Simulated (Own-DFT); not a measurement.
# What a defect does to the pressure of its cell: zincblende GaAs

No measurement is shown. These are fixed-geometry runs of a retired plane-wave code named Own-DFT, which no person has reviewed; spin and spin-orbit coupling are neglected.

Settings: PBE; PseudoDojo norm-conserving scalar-relativistic files; cutoff 42 hartree; 3 x 3 x 3 k mesh centred on Gamma; Fermi-Dirac smearing of 0.1 eV.

Limits (not all hold for every row): not probed for a lower state with spin; forces not confirmed at this smearing and k mesh; stress not checked against mesh or cutoff.

All runs share one cell, with vectors in Å (11.737, 0.000, 0.000); (0.000, 11.737, 0.000); (0.000, 0.000, 10.833) and a volume of 1492.4 Å³, strained against the parent crystal. u is the rms random offset of the atoms per axis. The defect's site can differ from row to row.

```
                             cell     formula   u (Å)  P (GPa)
                        no defect    As32Ga32  0.0293     1.27
                        no defect    As32Ga32  0.0319     1.28
                        no defect    As32Ga32  0.0513     1.56
one As vacancy and one Ga vacancy    As31Ga31  0.0287     0.97
one As vacancy and one Ga vacancy    As31Ga31  0.0331     1.00
one As vacancy and one Ga vacancy    As31Ga31  0.0486     1.21
              one P on an As site   As31Ga32P  0.0288     0.98
              one P on an As site   As31Ga32P  0.0298        ?
              one P on an As site   As31Ga32P  0.0301     1.01
              one P on an As site   As31Ga32P  0.0302     1.02
              one Al on a Ga site  AlAs32Ga31  0.0299     1.23
              one Al on a Ga site  AlAs32Ga31  0.0302     1.22
              one Al on a Ga site  AlAs32Ga31  0.0465     1.46
              one In on a Ga site  As32Ga31In  0.0490     2.10
              one In on a Ga site  As32Ga31In  0.0492     2.21
              one In on a Ga site  As32Ga31In  0.0520     2.16
```

## Analysis

P = P0 + c u² + a shift for each defect gives P0 = 1.12 GPa, c = 169 ± 15 GPa/Å² and a scatter of 0.03 GPa. The shifts, and each times the cell's volume:

- one In on a Ga site: 0.62 ± 0.03 GPa, 5.8 eV
- one Al on a Ga site: -0.03 ± 0.03 GPa, -0.3 eV (not resolved)
- one P on an As site: -0.26 ± 0.03 GPa, -2.4 eV
- one As vacancy and one Ga vacancy: -0.29 ± 0.03 GPa, -2.7 eV

Positive is outwards. The product with the volume (160.2 GPa Å³ to the eV) is nearly free of the cell's size; divided by the bulk modulus at the cell's pressure it gives the volume that the defect adds. The atoms around the defects weren't relaxed, which would change these numbers.

## Withheld run

The question: what pressure belongs in the blank (one P on an As site, u = 0.0298 Å)?

Estimate: 1.00 ± 0.04 GPa. The hidden result is 1.01 GPa.
